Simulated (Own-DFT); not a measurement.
# One host, several defects: C40 NbSi2

No measurement is shown. These are fixed-geometry runs of a retired plane-wave code named Own-DFT, which no person has reviewed; spin and spin-orbit coupling are neglected.

All runs used: PBE; PseudoDojo norm-conserving scalar-relativistic files; cutoff 42 hartree; 4 x 4 x 5 k mesh centred on Gamma; cold (Marzari-Vanderbilt) smearing of 0.2 eV.

Known weak points: forces on such cells failed a check on a denser k mesh; stress not checked against mesh or cutoff.

All runs share one cell, with vectors in Å (0.000, 8.324, 0.000); (-9.613, 0.000, 0.000); (0.000, 0.000, 6.586) and a volume of 527.0 Å³. The atoms are randomly displaced, by u rms on each axis. The defect's site can differ from row to row.

```
cell,formula,u (Å),P (GPa)
no defect,Nb12Si24,0.0191,1.50
no defect,Nb12Si24,0.0452,2.38
no defect,Nb12Si24,0.0467,2.45
one Si vacancy,Nb12Si23,0.0320,0.92
one Si vacancy,Nb12Si23,0.0522,1.60
one Si vacancy,Nb12Si23,0.0563,2.06
two Nb on a Si site each,Nb14Si22,0.0303,7.79
two Nb on a Si site each,Nb14Si22,0.0338,?
two Nb on a Si site each,Nb14Si22,0.0505,8.18
two Nb on a Si site each,Nb14Si22,0.0517,8.42
two Si on a Nb site each,Nb10Si26,0.0292,1.39
two Si on a Nb site each,Nb10Si26,0.0295,1.74
two Si on a Nb site each,Nb10Si26,0.0521,2.69
```

## Worked fit

P = P0 + c u² + a shift for each defect gives P0 = 1.36 GPa, c = 491 ± 58 GPa/Å² and a scatter of 0.17 GPa. The shifts, and each times the cell's volume:

- two Nb on a Si site each: 5.77 ± 0.14 GPa, 19.0 eV (9.5 eV for each of its 2 sites)
- two Si on a Nb site each: -0.15 ± 0.14 GPa, -0.5 eV (-0.2 eV for each of its 2 sites) (not resolved)
- one Si vacancy: -0.96 ± 0.15 GPa, -3.2 eV

Positive is outwards. The product with the volume (160.2 GPa Å³ to the eV) is nearly free of the cell's size; divided by the bulk modulus at the cell's pressure it gives the volume that the defect adds. The atoms around the defects weren't relaxed, which would change these numbers.

## Withheld run

Q: what pressure belongs in the blank (two Nb on a Si site each, u = 0.0338 Å)?

Estimate: 7.69 ± 0.20 GPa. DFT gave 7.70 GPa.
